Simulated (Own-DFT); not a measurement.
# Shaking the atoms of grey tin, 64 atoms (Sn64)

These are calculations, not measurements. The program, named Own-DFT, is a retired in-house plane-wave density functional code that no person has reviewed. Each row is one single-point run on a periodic cell that was not relaxed, without spin or spin-orbit coupling.

Settings of every run: PBE; PseudoDojo norm-conserving scalar-relativistic files; cutoff 42 hartree; 3 x 3 x 3 k mesh centred on Gamma; cold (Marzari-Vanderbilt) smearing of 0.2 eV.

Known limits: forces on such cells moved up to 12 meV/angstrom on a denser k mesh; stress not checked against mesh or cutoff.

Cell vectors in Å: (12.978, 0.000, 0.000); (0.000, 12.978, 0.000); (0.000, 0.000, 12.978). In each run every atom was moved at random and independently from its ideal site; u is the rms move along one axis. E is the free energy for each atom above the fitted value at u = 0, and F the rms of the force components.

```
run   u (Å)  E (meV/atom)  F (eV/Å)  largest force (eV/Å)  P (GPa)
  1  0.0204           5.8     0.221                  0.92     3.38
  2  0.0204             ?         ?                     ?        ?
  3  0.0467          30.5     0.528                  1.56     3.62
  4  0.0480          27.6     0.487                  1.55     3.58
  5  0.0507          33.6     0.549                  1.92     3.64
  6  0.1063         159.7     1.432                  7.53     4.77
  7  0.1095         159.0     1.232                  3.99     4.84
  8  0.1108         141.0     1.152                  4.96     4.64
  9  0.1480         284.8     1.836                  9.05     6.08
```

## Worked fit

For small independent moves the energy grows as E = (3/2) K u², with K the mean stiffness felt by one atom. The runs with u up to 0.11 Å give K = 8.9 ± 0.3 eV/Å², with residuals divided by u² + 0.0006 Å², since the noise grows with the moves. The scatter is 2.3 meV/atom at u = 0.05 Å. The forces follow F = G u with G = 11.4 eV/Å²; no force at u = 0 is resolved. G exceeds K because the moves of its neighbours add to the force on an atom, and stiffness differs between atoms. At u = 0.148 Å the parabola gives 293 meV/atom and the run 285. The pressure follows P = 3.32 + 128 u² GPa: at fixed volume, shortened bonds push harder than stretched ones pull.

## Withheld run

Question: what energy and rms force should run 2 give?

The fit gives 6 ± 1 meV/atom and about 0.23 eV/Å. The calculation gave 5.8 meV/atom and 0.216 eV/Å.
